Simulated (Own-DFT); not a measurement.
## Calculated data, GaP (zincblende, strained, atoms displaced)

A calculation, not a measurement: plane-wave PBE density functional theory by an unreviewed code, no spin, of a simulated periodic cell, stress positive in tension, free energy of the whole cell less one offset for each atom, forces on such cells passed a denser k mesh, this cell's mesh not checked; offsets are fitted by least squares, one for each functional and potential file, so energies compare only between cells with the same atoms and settings and are not formation energies; the far tail of each file's local potential was reset to the Coulomb form; each entry is a single point on an unrelaxed cell, so the pressure reflects the starting lattice, mostly measured values (interpolated for alloys), from which strain is counted, and rises with the displacements; printed positions are rounded, which can move forces by about a meV/angstrom; the program, named Own-DFT, is a retired in-house code; no spin-orbit coupling. Program: Own-DFT development build.

```xyz
64
Lattice="11.1121 -0.1737 -0.2110 -0.1737 10.9497 -0.0195 -0.2110 -0.0195 10.7248" Properties=species:S:1:pos:R:3:force_x:R:1:force_y:R:1:force_z:R:1 formula=GaP functional=PBE potential_files=PseudoDojo_norm-conserving,scalar-relativistic,standard_set wave_cutoff=42 occupations=Fermi-Dirac smearing_width=0.1 hardware=one_NVIDIA_H100 k_mesh=3_x_3_x_3_centred_on_Gamma free_energy_of_cell_above_offsets=-31.834 pressure=3.07 stress_xx=-1.87 stress_yy=-2.9 stress_zz=-4.44 stress_yz=-0.28 stress_xz=-3.32 stress_xy=-2.71 wall_time=549.5
Ga     0.0363     0.0252     0.0214     -0.014     -1.305     -0.143
Ga    -0.0439     2.7594     2.6885     -0.432     -0.404     -0.427
Ga     2.5823    10.8312     2.6387     -0.712     -0.274     -0.804
Ga     2.7079     2.7514    -0.0175      0.228     -1.081     -0.129
P      1.3182     1.3197     1.3444      0.903      0.581      0.721
P      1.2051     4.1018     4.0667      0.632       0.62     -0.804
P      4.0503     1.2083     3.9151      0.592       1.37      0.769
P      4.0650     4.1296     1.2462      0.405      -0.57     -0.271
Ga    11.0038    -0.1670     5.0966      0.659     -1.266      0.872
Ga    10.8653     2.3874     7.8185       0.39      1.555     -0.257
Ga     2.4270    10.8614     7.9148     -0.178     -0.208     -0.696
Ga     2.6225     2.7276     5.2670      0.641     -0.272      0.403
P      1.2226     1.4000     6.6614      0.282     -0.616     -0.204
P      1.1304     4.0085     9.4198     -0.481      0.821     -1.128
P      3.8432     1.2590     9.2410      1.485      0.994      1.036
P      3.9927     4.1492     6.6942     -0.415     -1.673     -0.075
Ga     0.0141     5.5022     0.0676     -1.537     -0.816     -1.022
Ga    10.8048     7.9893     2.5102      1.211      0.254     -0.681
Ga     2.6811     5.4526     2.5250     -0.203     -0.423      1.288
Ga     2.6254     8.0858    -0.0515      0.742      0.992     -0.466
P      1.3465     6.7971     1.2897     -1.017      0.968      1.058
P      1.2320     9.4712     3.9888     -1.308      0.767     -0.377
P      3.9935     6.7423     3.9724     -0.506      0.583     -0.268
P      3.9944     9.5247     1.2687      0.198     -0.523      0.071
Ga    10.8653     5.2316     5.1646      0.894      0.731      0.313
Ga    10.8041     8.0937     7.8774      0.276     -0.861      0.228
Ga     2.5270     5.4285     7.9415     -0.338      0.054      0.966
Ga     2.5080     8.1508     5.2974      0.334     -1.056      0.051
P      1.1456     6.8690     6.7408     -0.605     -0.395     -0.372
P      1.1363     9.5746     9.3404     -0.664     -0.078      0.677
P      3.9238     6.8284     9.3145      -0.83      -0.25     -0.368
P      3.8309     9.4462     6.6050      1.186        0.7      0.385
Ga     5.5647    -0.0838    -0.0747     -0.265      0.012     -0.566
Ga     5.3814     2.6291     2.4816      0.379      0.138      0.621
Ga     8.3910    -0.0783     2.6364     -1.769     -1.804     -1.825
Ga     8.0295     2.5214    10.5602      0.647      0.285     -0.326
P      6.9236     1.2921     1.2573     -0.189     -0.494      0.152
P      6.8137     4.0281     3.8676     -1.438     -0.722      0.481
P      9.7053     1.1313     3.8101      0.172      2.376      1.143
P      9.5928     3.9107     1.1721      0.344      0.717      0.193
Ga     5.5242    -0.0939     5.2806     -1.116     -1.085     -0.528
Ga     5.4294     2.6362     7.9191     -1.844     -0.233      0.188
Ga     7.9307    10.7735     7.9248      1.166      0.574      -0.87
Ga     8.1231     2.6282     5.1748      0.295     -0.662     -0.036
P      6.6933     1.2832     6.6024      1.702     -0.092     -0.107
P      6.7439     3.9380     9.1744     -0.183      0.759      1.337
P      9.6120     1.1801     9.2507     -1.723     -0.253     -0.066
P      9.5006     3.9785     6.4883      0.267     -1.144      0.716
Ga     5.2217     5.4669    10.5770      0.402     -1.251     -0.248
Ga     5.4178     8.1013     2.6357     -1.328      -0.97     -1.347
Ga     8.1629     5.3196     2.6085      0.654      0.236     -1.066
Ga     8.0469     8.0703    10.5229     -1.548     -0.873      0.118
P      6.7525     6.6743     1.2435      1.109      1.012      0.129
P      6.6908     9.3996     3.8374      1.209      2.013       0.97
P      9.5768     6.6745     3.8914     -0.882     -0.022      0.095
P      9.5007     9.3556     1.1044      0.966      1.512      1.106
Ga     5.2463     5.3320     5.2725      1.513      0.512     -0.431
Ga     5.3328     8.0739     7.9765     -0.019      0.186     -1.062
Ga     8.0946     5.2501     7.8354     -0.037      0.974     -0.132
Ga     8.0895     8.1365     5.1642      0.163     -0.837     -0.127
P      6.7590     6.7446     6.4846     -0.634     -0.447      0.659
P      6.6727     9.4696     9.2399     -1.027     -0.094      0.975
P      9.3390     6.7486     9.2061      1.323     -1.211      -0.14
P      9.4443     9.3239     6.5415     -0.126      1.969     -0.348
```

Units: wave_cutoff in hartree; smearing_width, free_energy_of_cell_above_offsets in eV; pressure, stress_xx, stress_yy, stress_zz, stress_yz, stress_xz, stress_xy in GPa; wall_time in s; force_x, force_y, force_z in eV/Å.
